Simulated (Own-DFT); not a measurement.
# Strain and stress in bcc Nb, 36 atoms (Nb36)

These are calculations, not measurements. They come from Own-DFT, an in-house plane-wave density functional program, since retired, whose code no person has reviewed. Each row is one single-point run on a periodic cell that was not relaxed, without spin or spin-orbit coupling.

Settings of every run: PBE; PseudoDojo norm-conserving scalar-relativistic files; cutoff 42 hartree; 4 x 4 x 5 k mesh centred on Gamma; cold (Marzari-Vanderbilt) smearing of 0.2 eV.

Known limits: forces on such cells failed a check on a denser k mesh; stress not checked against mesh or cutoff.

Unstrained cell vectors in Å: (9.901, 0.000, 0.000); (0.000, 9.901, 0.000); (0.000, 0.000, 6.601). The unstrained cell has measured lattice constants (interpolated for alloys), not those of this functional. That, the random moves and any unrelaxed bonds set the pressure at no strain. Each run strains this cell uniformly, with the atoms carried along. Every atom was also moved at random, by a Gaussian of width 0.05 Å on each axis. Strain is the symmetric tensor, in per cent. Stress is positive in tension, and the pressure is minus a third of its trace.

```
run  e_xx (%)  e_yy (%)  e_zz (%)  e_yz (%)  e_xz (%)  e_xy (%)  s_xx (GPa)  s_yy (GPa)  s_zz (GPa)  s_yz (GPa)  s_xz (GPa)  s_xy (GPa)  P (GPa)  E (meV/atom)
  1     -1.65      1.87      0.09     -0.35     -0.82     -0.06       -3.54        0.05       -1.81       -0.23       -0.15       -0.01     1.76           0.7
  2      1.69      1.44     -0.51      1.33     -1.96      1.11        2.79        2.44        0.54        0.15       -0.43        0.25    -1.92           1.1
  3      1.48      1.30     -1.65     -1.92      0.49     -1.32        0.67        0.43       -2.74       -0.33        0.28       -0.53     0.55           2.1
  4     -0.66     -0.56     -0.87     -0.26      0.36      0.43       -6.33       -6.27       -6.54       -0.06        0.11        0.14     6.38          17.7
  5      0.97     -1.46      0.45      1.10      1.80     -0.21       -1.49       -4.05       -1.75        0.17        0.59        0.08     2.43           0.1
  6     -0.30      1.87      1.54      1.20      1.50     -0.88        1.38        3.43        3.27        0.35        0.22       -0.08    -2.70           4.5
  7     -1.77     -1.17     -1.38     -1.79     -1.04     -0.69      -11.45      -10.71      -10.89       -0.50       -0.25       -0.04    11.02          42.6
  8      0.27     -0.08     -1.57      0.51      1.67     -1.92       -4.34       -4.71       -6.45       -0.04        0.50       -0.71     5.17          14.0
  9     -1.13      1.36      1.71      1.26      0.81     -0.06       -0.78        1.60        1.99        0.46        0.22        0.09    -0.94           0.0
 10      0.43     -1.54     -0.44     -0.76      1.03     -1.25       -4.36       -6.87       -5.74       -0.40        0.45       -0.35     5.66          22.0
 11     -1.94      1.26     -0.96      0.18     -0.63     -1.02       -7.10       -3.58       -6.10        0.12       -0.16       -0.19     5.59          15.1
 12      0.35     -1.62     -1.85      1.93      1.21     -0.88       -7.10       -9.49       -9.76        0.55        0.43       -0.12     8.78          32.6
 13      1.60      0.82      1.54      0.27     -0.14     -0.54        4.46        3.69        4.51        0.10       -0.02       -0.09    -4.22           2.1
 14      1.60     -1.22     -1.62      1.40      0.65      0.19       -2.59       -5.81       -6.25        0.35        0.23        0.22     4.88          15.2
 15      0.26     -0.54      1.01     -0.47      0.12      1.03       -1.27       -2.01       -0.23       -0.15       -0.08        0.28     1.17           1.2
 16     -0.72     -0.42      0.81      1.55      0.42     -1.76       -3.98       -3.59       -2.04        0.52        0.03       -0.36     3.20           7.5
 17     -1.55     -0.30     -1.69     -1.60      0.95      1.95       -9.87       -8.16      -10.07       -0.47        0.16        0.73     9.37          28.5
 18      0.76     -0.57     -1.69     -0.94     -1.71      0.03           ?           ?           ?           ?           ?           ?        ?             ?
```

E is the free energy for each atom above the lowest run shown.

## Worked fit

Each stress component was fitted by least squares to a constant and the strains of the runs shown, as fractions, with shears doubled. Shear strains stay in the fit of a normal stress only where such slopes are resolved. The slopes, in GPa:

| stress | at no strain | per e_xx | per e_yy | per e_zz | scatter |
|---|---|---|---|---|---|
| s_xx | -2.7 | 254 ± 6 | 149 ± 6 | 148 ± 6 | 0.29 |
| s_yy | -2.8 | 144 ± 6 | 256 ± 6 | 146 ± 6 | 0.28 |
| s_zz | -2.7 | 148 ± 6 | 147 ± 7 | 261 ± 6 | 0.30 |

Each shear stress against twice its own strain: yz 13 ± 2, xz 12 ± 1, xy 15 ± 1 GPa. These are stiffnesses along x, y and z of the frame in which the cell vectors are given, which need not be the crystal's axes. The atoms are held to the strained lattice; where symmetry lets them move under strain, relaxing them would lower some slopes. The table should be nearly symmetric about its diagonal, and what it lacks of that shows the noise. A ninth of its sum, 184 ± 3 GPa, estimates the bulk modulus near the mean pressure of these runs, 3.3 GPa, so it lies above the value at zero pressure.

## Withheld run

Question: what normal stresses and pressure should run 18 give?

The fit gives s_xx = -4.1, s_yy = -5.6, s_zz = -6.8 and P = 5.5 GPa. The calculation gave -3.82, -5.69, -6.56 and P = 5.36 GPa.
